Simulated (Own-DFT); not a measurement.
# Which defects push the lattice out? C40 NbSi2

Calculated, not measured: single-point runs of Own-DFT, a retired in-house plane-wave DFT program that no person has reviewed, on unrelaxed cells, without spin or spin-orbit coupling.

Method: PBEsol; PseudoDojo norm-conserving scalar-relativistic files, made for PBE; cutoff 42 hartree; 4 x 4 x 5 k mesh centred on Gamma; cold (Marzari-Vanderbilt) smearing of 0.2 eV.

Caveats: forces on such cells failed a check on a denser k mesh; stress not checked against mesh or cutoff.

All runs share one cell, with vectors in Å (0.000, 8.324, 0.000); (-9.613, 0.000, 0.000); (0.000, 0.000, 6.586) and a volume of 527.0 Å³. Atoms were moved at random from their sites; u is the rms move along one axis. The defect's site can differ from row to row.

| cell | formula | u (Å) | P (GPa) |
|---|---|---|---|
| no defect | Nb12Si24 | 0.0190 | -2.16 |
| no defect | Nb12Si24 | 0.0219 | -2.15 |
| no defect | Nb12Si24 | 0.0502 | -1.16 |
| one Si vacancy | Nb12Si23 | 0.0302 | -2.57 |
| one Si vacancy | Nb12Si23 | 0.0500 | -1.65 |
| one Si vacancy | Nb12Si23 | 0.0536 | -1.53 |
| two Nb vacancies | Nb10Si24 | 0.0308 | ? |
| two Nb vacancies | Nb10Si24 | 0.0322 | -3.20 |
| two Nb vacancies | Nb10Si24 | 0.0502 | -2.38 |
| two Nb vacancies | Nb10Si24 | 0.0507 | -2.10 |
| two Nb on a Si site each | Nb14Si22 | 0.0281 | 3.48 |
| two Nb on a Si site each | Nb14Si22 | 0.0433 | 4.04 |
| two Nb on a Si site each | Nb14Si22 | 0.0486 | 4.58 |
| two Si on a Nb site each | Nb10Si26 | 0.0300 | -1.60 |
| two Si on a Nb site each | Nb10Si26 | 0.0327 | -1.49 |
| two Si on a Nb site each | Nb10Si26 | 0.0563 | -0.45 |

## Analysis

P = P0 + c u² + a shift for each defect gives P0 = -2.43 GPa, c = 542 ± 34 GPa/Å² and a scatter of 0.11 GPa. The shifts, and each times the cell's volume:

- two Nb on a Si site each: 5.55 ± 0.09 GPa, 18.3 eV (9.1 eV for each of its 2 sites)
- two Si on a Nb site each: 0.32 ± 0.09 GPa, 1.0 eV (0.5 eV for each of its 2 sites)
- one Si vacancy: -0.62 ± 0.10 GPa, -2.1 eV
- two Nb vacancies: -1.24 ± 0.10 GPa, -4.1 eV (-2.0 eV for each of its 2 sites)

Positive is outwards. The product with the volume (160.2 GPa Å³ to the eV) is nearly free of the cell's size; divided by the bulk modulus at the cell's pressure it gives the volume that the defect adds. The atoms around the defects weren't relaxed, which would change these numbers.

## Prediction

Q: what pressure belongs in the blank (two Nb vacancies, u = 0.0308 Å)?

From the fit: -3.16 ± 0.13 GPa. The run itself gave -3.34 GPa.
